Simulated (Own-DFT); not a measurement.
# From a pressure shift to a lattice shift: diamond-structure SiGeSn with randomly placed atoms, 64 atoms (Ge52Si8Sn4)

Everything here is calculated. The program is Own-DFT (plane waves, in-house, since retired, never reviewed by a person); positions were held fixed, and spin and spin-orbit coupling were off.

Known weak points: forces on such cells moved up to 12 meV/angstrom on a denser k mesh; stress not checked against mesh or cutoff.

Each geometry was run with PBE and with PBEsol, otherwise alike: PseudoDojo norm-conserving scalar-relativistic files made for PBE; cutoff 49 hartree; 3 x 3 x 3 k mesh centred on Gamma; Fermi-Dirac smearing of 0.1 eV. Unstrained cell vectors in Å: (11.363, 0.000, 0.000); (0.000, 11.363, 0.000); (0.000, 0.000, 11.363). Each has a uniform strain, of which the change of volume is shown, and random moves of rms u per axis. The random placing of the alloy's atoms differs from row to row.

```
run,volume change (%),u (Å),P with PBE (GPa),P with PBEsol (GPa)
1,-1.00,0.0519,5.35,2.45
2,-0.50,0.0516,4.97,2.11
3,-2.48,0.0484,6.82,3.84
4,-4.94,0.0526,8.99,5.85
5,-0.50,0.0502,5.08,2.21
6,-3.96,0.0522,8.00,4.93
7,-1.99,0.0525,6.15,3.20
8,-4.45,0.0466,8.54,5.43
9,-1.00,0.0525,5.54,2.65
10,-3.96,0.0467,8.06,?
```

Question: by how much does PBEsol shrink this cell, and what belongs in the blank?

## Worked answer

Write v for the change of volume as a fraction. Fitted to v and u², the PBE pressure has a slope of -89 ± 2 GPa in v, with the ions held to the strained lattice. The difference PBEsol less PBE is -2.83 + 6.1 v GPa (slope ± 0.1) and averages -2.98 GPa. Divided by the mean slope of the two, 85 GPa, that makes PBEsol's volume at a given pressure, near 5 GPa, about 3.5 % smaller, or 1.16 % in lengths. At one volume PBEsol's slope is the smaller by 6 GPa, but its pressure there is lower too. If stiffness rises by about 4 GPa for each GPa, PBEsol at equal pressure is stiffer by about 6 GPa. Files made for PBEsol would give a different shift.

For run 10 the line gives 4.99 GPa. Computed: 4.99 GPa.
